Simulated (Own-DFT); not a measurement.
# Response to strain: wurtzite GaN, 72 atoms (Ga36N36)

Calculated results; nothing here was measured. They come from Own-DFT, an in-house plane-wave density functional program, since retired, whose code no person has reviewed. Each row is one single-point run on a periodic cell that was not relaxed, without spin or spin-orbit coupling.

Settings of every run: PBE; PseudoDojo norm-conserving scalar-relativistic files (stringent for Ga); cutoff 96 hartree; 4 x 4 x 3 k mesh centred on Gamma; Gaussian smearing of 0.01 eV.

Known limits: forces not confirmed at this smearing and k mesh; stress not checked against mesh or cutoff.

Unstrained cell vectors in Å: (9.567, 0.000, 0.000); (-4.784, 8.285, 0.000); (0.000, 0.000, 10.370). The unstrained cell has measured lattice constants (interpolated for alloys), not those of this functional. That, the random moves and any unrelaxed bonds set the pressure at no strain. Each run strains this cell uniformly, with the atoms carried along. Every atom was also moved at random, by a Gaussian of width 0.05 Å on each axis. Strain is the symmetric tensor, in per cent. Stress is positive in tension, and the pressure is minus a third of its trace.

| run | e_xx (%) | e_yy (%) | e_zz (%) | s_xx (GPa) | s_yy (GPa) | s_zz (GPa) | P (GPa) | E (meV/atom) |
|---|---|---|---|---|---|---|---|---|
| 1 | 0.00 | 0.00 | 2.50 | -5.86 | -4.77 | 3.82 | 2.27 | 3.9 |
| 2 | 0.00 | 0.00 | 2.00 | -5.33 | -5.97 | 1.20 | 3.37 | 8.9 |
| 3 | 0.00 | 0.00 | -1.75 | -8.41 | -6.87 | -16.29 | 10.53 | 23.9 |
| 4 | 0.00 | 0.00 | 3.00 | -2.97 | -5.11 | 4.48 | 1.20 | 9.9 |
| 5 | 0.00 | 0.00 | 1.25 | -5.59 | -5.14 | -2.61 | 4.45 | 0.0 |
| 6 | 0.00 | 0.00 | 1.00 | -7.49 | -5.01 | -2.84 | 5.11 | 12.5 |
| 7 | 0.00 | 0.00 | 0.50 | -7.11 | -6.33 | -5.19 | 6.21 | 18.3 |
| 8 | 0.00 | 0.00 | -1.00 | -6.95 | -7.05 | -12.88 | 8.96 | 18.3 |
| 9 | 0.00 | 0.00 | -1.50 | ? | ? | ? | ? | ? |

E is the free energy for each atom above the lowest run shown.

## Worked fit

The change of volume is close to e_xx + e_yy + e_zz. A straight line through the runs shown gives P = 7.08 - 194 x (fractional change of volume) GPa, with an error of 3 on the slope and a scatter of 0.12 GPa. The strain isn't the same on all axes and the cell isn't cubic, so the slope belongs to this path and is not the bulk modulus.

## Withheld run

Question: what pressure should run 9 give? Its volume changes by -1.50 %.

The line gives 10.0 GPa. The calculation gave 9.86 GPa.
